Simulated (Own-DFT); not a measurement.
# Point defects and the pressure they add: D0_22 TiAl3

Everything here is calculated. The program is Own-DFT (plane waves, in-house, since retired, never reviewed by a person); positions were held fixed, and spin and spin-orbit coupling were off.

Common settings: PBE; PseudoDojo norm-conserving scalar-relativistic files; cutoff 42 hartree; 4 x 4 x 4 k mesh centred on Gamma; cold (Marzari-Vanderbilt) smearing of 0.2 eV.

Limits: forces on such cells failed a check on a denser k mesh; stress not checked against mesh or cutoff.

All runs share one cell, with vectors in Å (-2.365, -6.981, 4.326); (-7.667, 3.491, 1.442); (-2.950, -3.488, -7.241) and a volume of 625.4 Å³. The atoms are randomly displaced, by u rms on each axis. The defect's site can differ from row to row.

```
cell,formula,u (Å),P (GPa)
no defect,Al30Ti10,0.0201,1.97
no defect,Al30Ti10,0.0481,2.50
no defect,Al30Ti10,0.0515,2.72
two Al on a Ti site each,Al32Ti8,0.0303,2.91
two Al on a Ti site each,Al32Ti8,0.0467,3.34
two Al on a Ti site each,Al32Ti8,0.0489,3.33
two Al vacancies,Al28Ti10,0.0296,?
two Al vacancies,Al28Ti10,0.0302,1.15
two Al vacancies,Al28Ti10,0.0501,1.70
two Al vacancies,Al28Ti10,0.0512,1.77
two Ti on an Al site each,Al28Ti12,0.0301,3.37
two Ti on an Al site each,Al28Ti12,0.0462,3.75
two Ti on an Al site each,Al28Ti12,0.0493,3.61
```

## What the rows give

P = P0 + c u² + a shift for each defect gives P0 = 1.85 GPa, c = 305 ± 31 GPa/Å² and a scatter of 0.08 GPa. The shifts, and each times the cell's volume:

- two Ti on an Al site each: 1.17 ± 0.07 GPa, 4.6 eV (2.3 eV for each of its 2 sites)
- two Al on a Ti site each: 0.79 ± 0.07 GPa, 3.1 eV (1.5 eV for each of its 2 sites)
- two Al vacancies: -0.92 ± 0.07 GPa, -3.6 eV (-1.8 eV for each of its 2 sites)

A positive shift means that the defect pushes the cell outwards. Shift times volume (160.2 GPa Å³ is 1 eV) depends little on the cell's size, so, taken for each site, it can be compared between cells at like pressure. The atoms around the defects weren't relaxed, which would change these numbers.

## Test on the hidden row

Q: what pressure belongs in the blank (two Al vacancies, u = 0.0296 Å)?

Estimate: 1.19 ± 0.10 GPa. The run itself gave 1.00 GPa.
